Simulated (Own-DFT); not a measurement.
# Which defects push the lattice out? C11b WSi2

The numbers are computed, not measured, by runs of the plane-wave DFT program Own-DFT (in-house, retired, unreviewed) at fixed positions, with no spin and no spin-orbit coupling.

Settings: PBE; PseudoDojo norm-conserving scalar-relativistic files; cutoff 50 hartree; 5 x 5 x 5 k mesh centred on Gamma; cold (Marzari-Vanderbilt) smearing of 0.2 eV.

Known weak points: forces on such cells failed a check on a denser k mesh; stress not checked against mesh or cutoff.

All runs share one cell, with vectors in Å (-2.148, -5.953, 3.409); (-6.444, 2.976, 1.136); (-2.553, -2.948, -6.757) and a volume of 403.2 Å³. Atoms were moved at random from their sites; u is the rms move along one axis. The defect's site can differ from row to row.

| cell | formula | u (Å) | P (GPa) |
|---|---|---|---|
| no defect | Si20W10 | 0.0190 | 4.53 |
| no defect | Si20W10 | 0.0207 | 4.43 |
| no defect | Si20W10 | 0.0491 | 6.34 |
| one W vacancy | Si20W9 | 0.0307 | 3.74 |
| one W vacancy | Si20W9 | 0.0312 | ? |
| one W vacancy | Si20W9 | 0.0464 | 4.34 |
| one W vacancy | Si20W9 | 0.0505 | 4.68 |
| one Si on a W site | Si21W9 | 0.0291 | 6.31 |
| one Si on a W site | Si21W9 | 0.0294 | 5.63 |
| one Si on a W site | Si21W9 | 0.0435 | 6.99 |
| one W on a Si site | Si19W11 | 0.0278 | 9.81 |
| one W on a Si site | Si19W11 | 0.0340 | 10.13 |
| one W on a Si site | Si19W11 | 0.0502 | 11.03 |
| one Si vacancy | Si19W10 | 0.0279 | 3.26 |
| one Si vacancy | Si19W10 | 0.0295 | 3.34 |
| one Si vacancy | Si19W10 | 0.0476 | 4.31 |

## Working it out

P = P0 + c u² + a shift for each defect gives P0 = 4.28 GPa, c = 774 ± 79 GPa/Å² and a scatter of 0.22 GPa. The shifts, and each times the cell's volume:

- one W on a Si site: 4.90 ± 0.18 GPa, 12.3 eV
- one Si on a W site: 1.10 ± 0.18 GPa, 2.8 eV
- one W vacancy: -1.48 ± 0.19 GPa, -3.7 eV
- one Si vacancy: -1.65 ± 0.18 GPa, -4.1 eV

A positive shift means that the defect pushes the cell outwards. Shift times volume (160.2 GPa Å³ is 1 eV) depends little on the cell's size, so, taken for each site, it can be compared between cells at like pressure. The atoms around the defects weren't relaxed, which would change these numbers.

## Prediction

The question: what pressure belongs in the blank (one W vacancy, u = 0.0312 Å)?

From the fit: 3.55 ± 0.27 GPa. Computed: 3.67 GPa.
